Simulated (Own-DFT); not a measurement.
# How strain changes the stress of wurtzite AlN, 128 atoms (Al64N64)

Everything here is calculated. The program is Own-DFT (plane waves, in-house, since retired, never reviewed by a person); positions were held fixed, and spin and spin-orbit coupling were off.

Common settings: PBE; PseudoDojo norm-conserving scalar-relativistic files; cutoff 42 hartree; 3 x 3 x 3 k mesh centred on Gamma; Gaussian smearing of 0.01 eV.

Keep in mind: k mesh not checked against a denser one; stress not checked against mesh or cutoff.

Unstrained cell vectors in Å: (12.448, 0.000, 0.000); (-6.224, 10.780, 0.000); (0.000, 0.000, 9.964). The unstrained cell has measured lattice constants (interpolated for alloys), not those of this functional. That, the random moves and any unrelaxed bonds set the pressure at no strain. In each run the cell takes a homogeneous strain; fractional positions stay. Each coordinate of each atom was shifted by a normal deviate of width 0.05 Å. Stress is counted positive in tension, P = -(s_xx + s_yy + s_zz)/3, and strain components are those of the symmetric tensor.

| run | e_xx (%) | e_yy (%) | e_zz (%) | e_yz (%) | e_xz (%) | e_xy (%) | s_xx (GPa) | s_yy (GPa) | s_zz (GPa) | s_yz (GPa) | s_xz (GPa) | s_xy (GPa) | P (GPa) | E (meV/atom) |
|---|---|---|---|---|---|---|---|---|---|---|---|---|---|---|
| 1 | -1.12 | -1.74 | -1.02 | 1.78 | -0.54 | -1.07 | -11.71 | -18.06 | -14.76 | 5.58 | -1.47 | -3.49 | 14.84 | 43.0 |
| 2 | -0.74 | 0.44 | -0.36 | -1.90 | -0.09 | -0.69 | -9.60 | -4.91 | -7.95 | -4.72 | -0.34 | -2.21 | 7.48 | 27.0 |
| 3 | -0.97 | -1.34 | 0.61 | 1.84 | -0.77 | -1.74 | -12.70 | -12.98 | -5.30 | 4.52 | -2.13 | -6.13 | 10.33 | 41.7 |
| 4 | 0.96 | 0.89 | -1.28 | 0.99 | -1.66 | 0.98 | -1.97 | -1.85 | -10.10 | 3.12 | -3.41 | 4.07 | 4.64 | 22.7 |
| 5 | -0.56 | -0.89 | 0.10 | 2.00 | -0.80 | -1.60 | -9.16 | -9.80 | -7.61 | 4.54 | -2.24 | -5.52 | 8.86 | 32.0 |
| 6 | -0.62 | 1.66 | 0.39 | 1.49 | 0.90 | -0.78 | -7.99 | 0.93 | -1.13 | 4.03 | 2.72 | -3.63 | 2.73 | 6.7 |
| 7 | 1.41 | -0.84 | 0.05 | -1.77 | 0.98 | 0.41 | -0.69 | -6.59 | -7.10 | -4.32 | 2.84 | 2.75 | 4.79 | 14.1 |
| 8 | -1.98 | 0.90 | -0.89 | -1.91 | 0.44 | -0.04 | -15.14 | -5.56 | -10.25 | -5.41 | 2.10 | 1.64 | 10.32 | 34.9 |
| 9 | 0.14 | 1.97 | -1.96 | -0.85 | -0.78 | -0.91 | -5.30 | 2.43 | -13.65 | -1.83 | -1.98 | -3.24 | 5.51 | 20.9 |
| 10 | 1.26 | 1.18 | 0.33 | 1.15 | -0.15 | 0.70 | 0.95 | 1.45 | -1.69 | 2.67 | -0.13 | 2.40 | -0.24 | 0.0 |
| 11 | -0.27 | -0.10 | 1.95 | 1.21 | 0.44 | 1.52 | -5.05 | -5.61 | 2.74 | 3.09 | 1.58 | 5.10 | 2.64 | 4.3 |
| 12 | -0.26 | 0.23 | -1.56 | -0.69 | -0.68 | -0.77 | -8.10 | -4.78 | -14.97 | -2.20 | -1.64 | -2.54 | 9.28 | 19.4 |
| 13 | -1.32 | -1.52 | 1.93 | -1.21 | 1.16 | 0.78 | -12.25 | -12.38 | 0.09 | -2.85 | 3.03 | 1.64 | 8.18 | 22.8 |
| 14 | -1.73 | 1.13 | -1.16 | -0.66 | 0.05 | -0.60 | -14.24 | -3.01 | -11.87 | -1.69 | 1.39 | -0.88 | 9.71 | 23.6 |
| 15 | 0.31 | 0.12 | 1.86 | -1.33 | -1.01 | -0.73 | -3.86 | -3.27 | 2.32 | -3.19 | -3.31 | -2.94 | 1.60 | 16.0 |
| 16 | 0.76 | 0.14 | -0.63 | 0.17 | 0.44 | -1.05 | ? | ? | ? | ? | ? | ? | ? | ? |

E is the free energy for each atom above the lowest run shown.

## Fit

Least squares on the runs shown: each stress against a constant and the strains, taken as fractions with shears doubled. Shear strains stay in the fit of a normal stress only where such slopes are resolved. The slopes, in GPa:

```
stress,at no strain,per e_xx,per e_yy,per e_zz,scatter
s_xx,-6.2,460 ± 20,63 ± 19,56 ± 18,0.77
s_yy,-5.7,149 ± 25,464 ± 24,75 ± 22,0.95
s_zz,-6.5,51 ± 18,163 ± 17,504 ± 16,0.68
```

The slope of each shear stress on twice its own strain, from a fit on all six strains: yz 129 ± 5, xz 135 ± 7, xy 186 ± 13 GPa. These are stiffnesses along x, y and z of the frame in which the cell vectors are given, with the crystal's c axis along z: C11, C12, C13 and C33. Hexagonal symmetry asks that xx and yy behave alike, which is a second check on the noise. The atoms are held to the strained lattice; where symmetry lets them move under strain, relaxing them would lower some slopes. Slopes across the diagonal should nearly agree, so their difference gauges the noise. A ninth of the table's sum, 221 ± 4 GPa, estimates the bulk modulus near the mean pressure of these runs, 6.7 GPa, so it lies above the value at zero pressure.

## Check

The question: what normal stresses and pressure should run 16 give?

The fit gives s_xx = -2.9, s_yy = -4.4, s_zz = -9.0 and P = 5.4 GPa. Computed: -2.51, -3.53, -9.87 and P = 5.30 GPa.
